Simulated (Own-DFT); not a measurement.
# What a change of functional does to the pressure

All numbers below are calculated, not measured. They come from Own-DFT, an in-house plane-wave density functional program, since retired, whose code no person has reviewed. Each row is one single-point run on a periodic cell that was not relaxed, without spin or spin-orbit coupling.

Known limits, some of them of some rows only: forces on such cells failed a check on a denser k mesh; forces on such cells moved up to 12 meV/angstrom on a denser k mesh; forces on such cells passed a denser k mesh, each cell not checked; stress not checked against mesh or cutoff.

Each cell was run twice at the same cutoff, k mesh and smearing, with PBE and with PBEsol, on PseudoDojo norm-conserving files made for PBE. Atoms were moved at random from their sites; u is the rms move along one axis. Files made for PBEsol would give a somewhat different change.

| cell | atoms | volume (Å³/atom) | u (Å) | cutoff (hartree) | P with PBE (GPa) | P with PBEsol (GPa) | change (GPa) |
|---|---|---|---|---|---|---|---|
| C40 NbSi2 with one Si vacancy (Nb12Si23) | 35 | 15.06 | 0.078 | 42 | 3.88 | 0.29 | -3.60 |
| C40 NbSi2 with one Si vacancy (Nb12Si23) | 35 | 15.06 | 0.079 | 42 | 2.75 | -0.82 | -3.57 |
| C40 NbSi2 with one Si vacancy (Nb12Si23) | 35 | 15.06 | 0.051 | 42 | 2.05 | -1.53 | -3.58 |
| D0_22 TiAl3 (Al30Ti10) | 40 | 15.63 | 0.098 | 42 | 4.40 | 2.49 | -1.91 |
| D0_22 TiAl3 (Al30Ti10) | 40 | 15.63 | 0.050 | 42 | 2.61 | 0.71 | -1.90 |
| D0_22 TiAl3 (Al30Ti10) | 40 | 15.63 | 0.019 | 42 | 1.96 | 0.06 | -1.90 |
| L1_0 TiAl (Al16Ti16) | 32 | 15.66 | 0.053 | 42 | 5.17 | 2.22 | -2.96 |
| L1_0 TiAl (Al16Ti16) | 32 | 16.06 | 0.047 | 42 | 1.68 | -1.16 | -2.84 |
| L1_0 TiAl (Al16Ti16) | 32 | 15.67 | 0.047 | 42 | 5.02 | ? | ? |
| beta-Si3N4 (N24Si18) | 42 | 10.21 | 0.051 | 42 | 15.06 | 12.63 | -2.43 |
| beta-Si3N4 (N24Si18) | 42 | 10.41 | 0.054 | 42 | 8.86 | 6.46 | -2.40 |
| beta-Si3N4 (N64Si48) | 112 | 10.32 | 0.048 | 42 | 10.49 | 8.06 | -2.43 |

## Worked reading

Mean change of pressure by composition, in GPa: Nb12Si23, -3.58; AlTi, -2.90; N4Si3, -2.42; Al3Ti, -1.90. At a fixed cell PBEsol gives the lower pressure, because it favours a smaller volume than PBE. Here the change varies more between materials than between cells of one material.

## Withheld value

Question: what PBEsol pressure should the Al16Ti16 cell with the blank give?

Adding the mean change of the cells with its composition, -2.90 GPa, to 5.02 gives 2.1 GPa. The calculation gave 2.07 GPa.
